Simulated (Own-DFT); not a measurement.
Simulation results for AlN (wurtzite, strained, atoms displaced)

Computed with Own-DFT development build. A calculation, not a measurement: plane-wave PBE density functional theory by an unreviewed code, no spin, of a simulated periodic cell, stress positive in tension, free energy of the whole cell less one offset for each atom, forces on such cells passed a denser k mesh, this cell's mesh not checked; offsets are fitted by least squares, one for each functional and potential file, so energies compare only between cells with the same atoms and settings and are not formation energies; the far tail of each file's local potential was reset to the Coulomb form; each entry is a single point on an unrelaxed cell, so the pressure reflects the starting lattice, mostly measured values (interpolated for alloys), from which strain is counted, and rises with the displacements; printed positions are rounded, which can move forces by about a meV/angstrom; the program, named Own-DFT, is a retired in-house code; no spin-orbit coupling.

Common to all runs: functional PBE; potential files PseudoDojo norm-conserving, scalar-relativistic, standard set; wave cutoff 42 hartree; occupations Fermi-Dirac; smearing width 0.1 eV; hardware one NVIDIA H100; k mesh 2 x 2 x 2 centred on Gamma.

(1) AlN (wurtzite, strained, atoms displaced)

```
AlN
1.0
     12.3474     0.2396    -0.1008
     -5.9662    10.7402     0.0963
     -0.0807     0.0424     9.7656
Al N Al N Al N Al N Al N Al N Al N Al N Al N Al N Al N Al N Al N Al N Al N Al N Al N Al N Al N Al N Al N Al N Al N Al N Al N Al N Al N Al N Al N Al N Al N Al N
2 2 2 2 2 2 2 2 2 2 2 2 2 2 2 2 2 2 2 2 2 2 2 2 2 2 2 2 2 2 2 2 2 2 2 2 2 2 2 2 2 2 2 2 2 2 2 2 2 2 2 2 2 2 2 2 2 2 2 2 2 2 2 2
Direct
  0.08854 0.16934 0.99737
  0.17464 0.08969 0.24547
  0.09153 0.17497 0.18690
  0.16913 0.07938 0.44928
  0.08606 0.17066 0.49544
  0.16636 0.08379 0.75098
  0.08718 0.16736 0.69805
  0.16491 0.07910 0.93842
  0.08062 0.41932 0.00162
  0.16623 0.33019 0.25308
  0.07922 0.42051 0.18913
  0.16890 0.33047 0.43559
  0.08641 0.41600 0.50756
  0.16137 0.32946 0.75036
  0.07864 0.41173 0.69420
  0.16420 0.33036 0.94505
  0.08195 0.66010 0.00661
  0.17145 0.58536 0.24736
  0.07932 0.66167 0.18853
  0.16332 0.58516 0.43647
  0.08101 0.66507 0.50125
  0.16038 0.57604 0.75354
  0.08930 0.67505 0.69052
  0.16559 0.58114 0.92996
  0.07981 0.91816 0.00056
  0.17385 0.84406 0.25937
  0.08379 0.91541 0.19352
  0.16508 0.83551 0.44047
  0.08026 0.91924 0.49923
  0.16218 0.82550 0.75560
  0.08518 0.91715 0.69243
  0.17134 0.83160 0.93981
  0.33543 0.16665 0.99415
  0.41474 0.08173 0.25577
  0.33124 0.16454 0.19346
  0.41038 0.08394 0.43686
  0.32863 0.17278 0.50116
  0.42194 0.08453 0.73892
  0.33523 0.16818 0.68943
  0.41298 0.07477 0.93790
  0.33292 0.41217 0.99137
  0.41670 0.33003 0.24897
  0.32750 0.41025 0.18938
  0.41562 0.34010 0.43716
  0.33193 0.42101 0.49678
  0.41086 0.32823 0.73814
  0.34108 0.41854 0.70016
  0.42249 0.32553 0.94314
  0.32992 0.67183 0.00166
  0.42127 0.59214 0.25059
  0.33444 0.67397 0.19462
  0.41782 0.58447 0.44402
  0.33512 0.66609 0.50784
  0.42318 0.59114 0.74603
  0.33843 0.67619 0.69304
  0.40551 0.57761 0.94691
  0.33148 0.91088 0.99858
  0.40937 0.83596 0.25267
  0.33998 0.91745 0.18011
  0.42129 0.83765 0.44003
  0.33339 0.91589 0.50296
  0.42059 0.84284 0.75467
  0.32773 0.91268 0.68862
  0.40634 0.83584 0.93824
  0.58412 0.16161 0.00281
  0.67218 0.08932 0.24961
  0.57956 0.16269 0.19013
  0.67315 0.08664 0.43950
  0.58546 0.16851 0.50352
  0.66453 0.07715 0.74802
  0.57907 0.16513 0.69037
  0.66314 0.08342 0.94155
  0.58559 0.41483 0.00396
  0.66517 0.32907 0.25634
  0.58284 0.42167 0.19623
  0.66535 0.33338 0.44245
  0.57864 0.41660 0.48925
  0.66665 0.32427 0.74836
  0.59087 0.42188 0.68790
  0.66225 0.33560 0.93582
  0.58798 0.66777 0.99557
  0.66092 0.57720 0.25402
  0.58007 0.66084 0.19229
  0.66434 0.58576 0.44736
  0.58508 0.67560 0.50660
  0.67368 0.58936 0.75059
  0.58236 0.66021 0.69051
  0.66617 0.58253 0.94632
  0.58434 0.91575 0.00398
  0.66327 0.83072 0.24840
  0.58628 0.91486 0.18825
  0.66954 0.83313 0.43190
  0.58801 0.91532 0.50612
  0.67189 0.83389 0.75075
  0.58866 0.92497 0.67582
  0.65980 0.82326 0.94125
  0.83627 0.16660 0.99799
  0.92208 0.08602 0.25182
  0.83506 0.16606 0.19393
  0.91503 0.07987 0.43826
  0.83645 0.16716 0.50517
  0.91497 0.07939 0.75003
  0.83616 0.17553 0.67880
  0.91327 0.08209 0.93564
  0.82600 0.41916 0.99040
  0.90770 0.33876 0.24171
  0.83396 0.41916 0.19265
  0.91760 0.33633 0.43971
  0.83770 0.42349 0.49796
  0.91875 0.33551 0.76146
  0.83491 0.41904 0.69116
  0.92182 0.33585 0.94045
  0.83247 0.66701 0.00879
  0.92328 0.59007 0.25120
  0.83611 0.66663 0.18886
  0.90831 0.58559 0.43662
  0.83591 0.65923 0.48995
  0.92101 0.58367 0.74618
  0.83467 0.67231 0.68760
  0.91548 0.58286 0.94149
  0.83116 0.91144 0.99417
  0.90876 0.82271 0.25113
  0.83967 0.91886 0.18224
  0.92390 0.82739 0.44563
  0.83344 0.92252 0.50513
  0.91629 0.83267 0.75224
  0.83986 0.91875 0.69088
  0.92099 0.83376 0.94505
```

* free energy of cell above offsets: -49.625 eV
* pressure: 10.64 GPa
* stress xx: -8.97 GPa
* stress yy: -5.42 GPa
* stress zz: -17.54 GPa
* stress yz: 0.72 GPa
* stress xz: -1.7 GPa
* stress xy: 7.38 GPa
* wall time: 402.3 s

Force:
```
element  x (eV/Å)  y (eV/Å)  z (eV/Å)
     Al    -0.843    -0.773    -0.209
     Al    -1.118    -1.955     0.934
      N    -1.092    -1.876     0.873
      N    -1.471     1.547    -1.607
     Al     0.136     -1.59     0.986
     Al     1.734    -1.257    -0.639
      N    -2.014     0.149    -1.707
      N     0.307     0.905     0.925
     Al     1.536    -0.126      0.03
     Al    -0.533     1.812    -2.459
      N     0.566    -0.399     0.741
      N    -0.674     0.876     2.377
     Al    -1.413     0.105    -2.416
     Al     1.813     0.559     1.035
      N     0.065     1.015    -0.003
      N    -0.128     0.694    -1.048
     Al    -0.724      1.29    -2.067
     Al    -0.724    -0.773     0.196
      N     0.702     1.671     1.621
      N     1.564    -0.701     1.691
     Al    -0.393     1.249    -0.814
     Al     1.046     1.558     -2.65
      N    -0.579    -3.425    -0.519
      N    -0.111     0.083     3.622
     Al     2.093    -0.525     0.307
     Al     0.422    -1.451     -2.54
      N    -0.979     0.948    -0.116
      N     1.078    -0.646     1.378
     Al     1.245    -0.627      0.78
     Al     0.316     2.778    -0.592
      N     -0.89     0.042     0.434
      N    -1.575    -0.974     1.506
     Al     0.224    -1.477     0.489
     Al     0.618    -0.318    -2.177
      N     0.963     0.767    -0.883
      N     1.199     0.254     2.411
     Al     1.308    -0.334    -0.674
     Al    -1.933     -1.57     1.786
      N    -0.801    -0.607     0.097
      N     0.729     1.206    -0.245
     Al    -0.035    -0.086     1.046
     Al    -0.838     0.543    -0.882
      N     0.201     1.503     0.265
      N     0.283    -1.335     0.738
     Al     0.622    -0.113     0.708
     Al      3.84     0.857      2.04
      N     -3.85     1.075    -1.765
      N    -1.248     1.399     -0.78
     Al     0.591    -0.924    -0.763
     Al    -0.155    -2.211    -0.615
      N    -0.247    -0.428    -0.505
      N    -0.052     0.616      0.12
     Al    -1.297     1.028    -1.618
     Al    -0.808    -1.644     1.661
      N    -0.374    -0.864     0.608
      N     1.641     1.723     -0.99
     Al    -2.832      2.42    -0.497
     Al       3.3    -0.364     0.144
      N    -2.882     1.188     2.506
      N     0.239    -0.622     0.881
     Al    -0.741     0.174    -0.703
     Al     -0.03    -1.136    -1.542
      N     0.214     1.241     0.531
      N     5.097    -1.436     0.052
     Al    -2.816     0.901    -0.794
     Al      0.38    -1.696     0.085
      N    -0.189     1.047     0.777
      N    -0.533    -0.593      0.77
     Al     -0.32    -0.537    -1.662
     Al     0.364     2.266     -0.13
      N     1.734    -0.182     0.028
      N     2.448    -0.893    -0.837
     Al    -1.652      0.59    -0.447
     Al     0.038      0.57    -1.401
      N     0.771    -2.149    -0.227
      N     0.656    -0.082     0.474
     Al     0.486     0.872     2.077
     Al    -1.288     2.389    -0.793
      N    -0.864    -1.025    -0.051
      N     2.171    -1.739     0.875
     Al    -2.222     -2.59     1.475
     Al     0.769     1.659     0.346
      N    -0.033     1.644    -0.531
      N     0.665     0.021    -1.055
     Al     0.778    -1.573    -1.842
     Al     1.071    -2.295    -0.226
      N    -0.697     2.873     1.009
      N     1.123     0.021    -0.534
     Al    -1.179    -0.166    -0.734
     Al     1.706    -0.138    -1.286
      N    -1.729     0.926     0.846
      N     0.146     0.567     2.693
     Al    -0.991     0.755     -6.07
     Al    -0.557     -0.52    -0.714
      N     0.302    -1.779      6.08
      N      0.41     2.671    -0.971
     Al    -0.815     0.213     0.648
     Al     0.461    -0.737    -1.511
      N     -0.58     0.975    -1.034
      N     0.914     1.077     1.158
     Al    -0.708     1.054    -4.054
     Al      0.27     1.817    -0.818
      N     0.004    -1.298     5.133
      N     0.883    -0.529     0.828
     Al     0.985    -0.241     1.131
     Al     4.634    -1.808      1.81
      N    -3.807     1.364    -1.508
      N     0.689    -0.128     0.006
     Al    -0.388    -1.541     0.075
     Al    -0.389    -0.614    -3.261
      N     0.201     -0.19     0.348
      N    -1.596    -0.804     1.832
     Al     0.294    -0.125    -2.549
     Al    -0.027    -1.591    -1.019
      N    -1.492    -0.903     1.865
      N     5.778    -2.398    -0.379
     Al    -5.723     3.415     3.058
     Al    -1.093     0.765     0.542
      N     0.626    -0.634     0.298
      N     0.332     0.309    -0.259
     Al    -0.143      1.01     0.539
     Al     1.123     2.495     0.353
      N    -1.293    -0.329     1.408
      N    -2.762     0.323    -0.861
     Al     1.426     -1.97    -2.033
     Al     2.268    -0.348    -0.471
      N     -2.19    -0.157     0.749
      N    -1.134    -0.995    -0.744
```

(2) AlN (wurtzite, strained, atoms displaced)

```
AlN
1.0
     12.4843    -0.0449     0.0947
     -6.2810    10.9360    -0.1932
      0.0758    -0.1348    10.1506
Al N Al N Al N Al N Al N Al N Al N Al N Al N Al N Al N Al N Al N Al N Al N Al N Al N Al N Al N Al N Al N Al N Al N Al N Al N Al N Al N Al N Al N Al N Al N Al N
2 2 2 2 2 2 2 2 2 2 2 2 2 2 2 2 2 2 2 2 2 2 2 2 2 2 2 2 2 2 2 2 2 2 2 2 2 2 2 2 2 2 2 2 2 2 2 2 2 2 2 2 2 2 2 2 2 2 2 2 2 2 2 2
Direct
  0.07822 0.15330 0.00016
  0.16771 0.08709 0.24285
  0.07375 0.15665 0.18558
  0.16833 0.07686 0.43581
  0.08780 0.17277 0.50235
  0.16539 0.08216 0.74669
  0.08603 0.17267 0.69459
  0.16555 0.08643 0.93607
  0.08023 0.40833 0.99662
  0.17559 0.33819 0.24789
  0.08122 0.41843 0.18222
  0.16910 0.33383 0.44256
  0.08875 0.41833 0.49522
  0.15510 0.32910 0.75277
  0.08207 0.41523 0.69582
  0.16426 0.33865 0.94324
  0.08157 0.66690 0.00575
  0.17906 0.59371 0.25478
  0.08413 0.67098 0.18484
  0.16425 0.58164 0.43736
  0.08752 0.66613 0.51351
  0.17133 0.58646 0.75107
  0.08134 0.66665 0.68809
  0.17140 0.58886 0.94197
  0.08684 0.91609 0.99592
  0.16406 0.83322 0.24646
  0.07829 0.91585 0.19212
  0.16647 0.83557 0.44418
  0.08313 0.91522 0.50150
  0.16194 0.83445 0.74760
  0.08314 0.92250 0.69274
  0.17130 0.83701 0.94387
  0.33052 0.16466 0.00025
  0.41323 0.08395 0.25244
  0.33664 0.17390 0.19962
  0.41928 0.08221 0.44565
  0.34374 0.16376 0.50219
  0.40947 0.07376 0.75435
  0.33002 0.16177 0.69252
  0.42012 0.08675 0.93148
  0.33432 0.42112 0.99846
  0.41665 0.33429 0.25062
  0.33381 0.42013 0.19627
  0.41434 0.33279 0.43857
  0.33107 0.41940 0.49385
  0.40946 0.33066 0.74417
  0.32681 0.42115 0.69002
  0.40896 0.32962 0.93407
  0.33065 0.66323 0.99993
  0.41445 0.58216 0.25109
  0.34472 0.67959 0.19253
  0.41454 0.58517 0.44181
  0.33929 0.67559 0.49330
  0.42559 0.58274 0.75267
  0.33423 0.66561 0.69250
  0.42145 0.58711 0.94301
  0.32618 0.90946 0.00169
  0.41532 0.82718 0.24616
  0.33101 0.91275 0.18922
  0.41498 0.83276 0.44855
  0.32107 0.91345 0.49667
  0.41291 0.82739 0.75357
  0.33139 0.91201 0.69443
  0.41386 0.82660 0.94080
  0.58157 0.16458 0.00280
  0.66327 0.07765 0.25250
  0.58796 0.16838 0.19089
  0.66845 0.08971 0.44073
  0.58038 0.16261 0.49984
  0.66526 0.08215 0.75139
  0.58771 0.16673 0.68922
  0.66847 0.08611 0.93957
  0.58680 0.41124 0.99834
  0.66558 0.32786 0.25558
  0.57354 0.41652 0.18423
  0.66210 0.32057 0.43719
  0.58509 0.42087 0.49163
  0.66346 0.33782 0.75138
  0.58266 0.41452 0.67935
  0.67355 0.33945 0.93341
  0.57679 0.65580 0.99382
  0.66649 0.58510 0.24785
  0.58933 0.67231 0.20091
  0.66246 0.58117 0.44955
  0.58370 0.67009 0.50034
  0.66319 0.58447 0.74213
  0.58151 0.66395 0.69138
  0.66894 0.58180 0.93779
  0.58480 0.91374 0.00520
  0.66111 0.83129 0.24888
  0.58450 0.91888 0.19360
  0.67090 0.83110 0.44304
  0.57945 0.91227 0.50137
  0.66264 0.84006 0.74838
  0.58729 0.91773 0.68974
  0.66960 0.82887 0.94268
  0.83858 0.16920 0.00262
  0.91893 0.08515 0.24794
  0.83851 0.16823 0.19544
  0.91903 0.08904 0.43890
  0.83505 0.17250 0.49876
  0.91929 0.07930 0.74825
  0.82521 0.16449 0.69248
  0.91759 0.08677 0.94824
  0.84008 0.42769 0.00433
  0.92584 0.34152 0.24794
  0.84247 0.42147 0.19087
  0.91717 0.33143 0.44890
  0.82904 0.41695 0.50217
  0.92345 0.33797 0.75853
  0.82770 0.41534 0.69078
  0.91824 0.33503 0.94839
  0.83603 0.66247 0.00153
  0.91208 0.58202 0.25494
  0.83779 0.67011 0.18892
  0.92236 0.58719 0.44482
  0.82741 0.66507 0.49911
  0.92784 0.59215 0.74991
  0.82717 0.66669 0.69704
  0.92096 0.57786 0.94498
  0.83539 0.92133 0.99973
  0.91265 0.83035 0.25768
  0.83511 0.92440 0.18698
  0.91391 0.83633 0.43558
  0.82299 0.90843 0.49714
  0.91860 0.83191 0.75438
  0.83058 0.91118 0.69660
  0.91848 0.83291 0.93434
```

- free energy of cell above offsets: -53.310 eV
- pressure: -0.66 GPa
- stress xx: -2.11 GPa
- stress yy: 0.62 GPa
- stress zz: 3.49 GPa
- stress yz: -3.54 GPa
- stress xz: 1.93 GPa
- stress xy: -1.84 GPa
- wall time: 391.4 s

Force:
```
element  x (eV/Å)  y (eV/Å)  z (eV/Å)
     Al    -0.998     2.643     0.476
     Al    -0.527    -1.177     1.537
      N     2.453     2.531     0.124
      N    -0.263     1.226     0.718
     Al     0.114    -1.657      -0.5
     Al    -0.239     1.471     0.352
      N     0.306    -1.818    -0.789
      N     1.497    -1.537     0.199
     Al    -1.202     2.564     1.024
     Al    -2.795    -1.761    -0.031
      N     2.475     1.288     1.467
      N    -0.353     0.012    -1.315
     Al    -1.349     -0.49     1.156
     Al      1.69     1.887     0.695
      N    -0.013     1.336    -1.088
      N     2.452    -1.917    -0.587
     Al     1.282     0.233    -0.805
     Al    -1.989    -1.259     -1.59
      N     0.457    -0.639     1.993
      N     0.864     0.854     0.729
     Al    -0.806     0.173    -3.222
     Al     0.052    -0.727     0.573
      N     1.646     1.023     1.626
      N    -0.911    -1.102    -0.327
     Al    -1.503     0.275     0.937
     Al    -0.586     0.261     0.497
      N      1.02     0.224    -0.791
      N    -0.966        -2    -0.833
     Al    -1.177     0.852    -0.518
     Al     1.002      0.41     0.722
      N     0.478    -1.756    -0.663
      N    -1.507    -1.523    -1.438
     Al     0.409     0.858    -0.404
     Al     0.976    -0.158    -0.009
      N     0.119    -1.633    -2.014
      N    -0.093    -1.422    -1.488
     Al    -3.045     0.894     0.134
     Al      1.02       1.8    -1.692
      N     0.477     0.136    -0.643
      N    -0.755    -1.027     2.854
     Al    -0.143    -1.008    -0.169
     Al    -0.528      0.62      0.65
      N     0.964     0.124    -1.377
      N     0.385      0.04     0.188
     Al     1.102      0.13     1.628
     Al     0.252     0.464     -0.07
      N     0.994     -1.03    -0.181
      N     0.827     0.437     0.788
     Al     0.462     0.914    -0.041
     Al     0.953     1.304     0.435
      N    -0.032    -4.836    -1.088
      N     0.429     0.153    -0.709
     Al     -0.47    -2.163     2.002
     Al     -2.66    -0.417    -0.355
      N     0.468     -0.01    -0.804
      N     -1.48    -1.427    -0.298
     Al     2.241     1.517    -0.178
     Al    -0.411     4.695     1.679
      N      0.14      0.77     0.545
      N    -0.544     1.007    -1.851
     Al     3.089     1.327     1.464
     Al     0.306     0.817    -0.286
      N    -0.638    -0.491    -0.788
      N      0.15     0.887     0.541
     Al      0.73     0.794    -0.837
     Al      0.87     2.196     0.294
      N    -1.131    -1.062    -0.246
      N     0.442    -2.191    -0.352
     Al     0.951     0.219     1.437
     Al    -0.381     0.714     0.098
      N    -1.636    -0.328       0.3
      N     0.211    -1.081     0.853
     Al     -1.72     0.844    -0.591
     Al     0.229     1.007    -1.147
      N     2.297     0.458     0.841
      N    -0.771     2.449     0.131
     Al    -0.032    -2.117     1.001
     Al      0.92    -1.035    -0.986
      N    -1.104     0.343     0.787
      N     0.041    -0.997      1.76
     Al     2.444     2.584     1.449
     Al      0.13    -0.281      0.17
      N    -1.007    -1.992    -1.481
      N     0.298     0.809    -2.011
     Al    -0.365    -0.875     0.372
     Al     0.758    -1.102     1.148
      N     0.112     1.552    -0.749
      N     -0.19    -0.728     0.156
     Al     -0.11     0.502        -1
     Al     1.502     1.784     0.123
      N      -0.4    -1.302    -0.151
      N    -3.229    -0.778    -1.098
     Al     0.589     1.825     0.105
     Al     2.268    -1.596     1.361
      N    -1.961    -0.321    -0.304
      N    -1.292     0.052    -0.301
     Al    -1.439     0.179     0.565
     Al     -1.23    -0.282     1.264
      N    -1.148     0.368    -0.598
      N     0.351    -0.969     0.623
     Al     0.126    -1.153     0.849
     Al    -1.862      0.53     0.184
      N     2.466     0.726     0.009
      N     0.407    -1.078    -1.962
     Al     0.253    -3.155    -0.065
     Al    -0.893    -1.792      1.11
      N    -1.791    -0.477     0.475
      N    -0.025     2.006    -1.504
     Al     1.055    -0.445     0.433
     Al    -2.459    -1.378    -0.816
      N     1.255     1.337     0.282
      N    -0.648    -0.194    -0.896
     Al     -0.81     0.998    -0.824
     Al     1.345     0.891    -0.021
      N    -0.637    -1.189     0.557
      N     -1.12    -0.406    -0.168
     Al     1.259     0.803      0.96
     Al    -3.122     -2.85     0.506
      N     2.096     0.398    -1.291
      N    -0.804      2.65    -1.503
     Al     0.305    -0.964     0.138
     Al     -0.34     1.619    -2.141
      N    -0.005    -2.067     0.717
      N     0.639    -1.303     1.863
     Al     2.549     3.331     1.452
     Al    -1.465    -0.011    -0.754
      N     0.184     0.524    -1.051
      N      0.48     -0.16     1.688
```
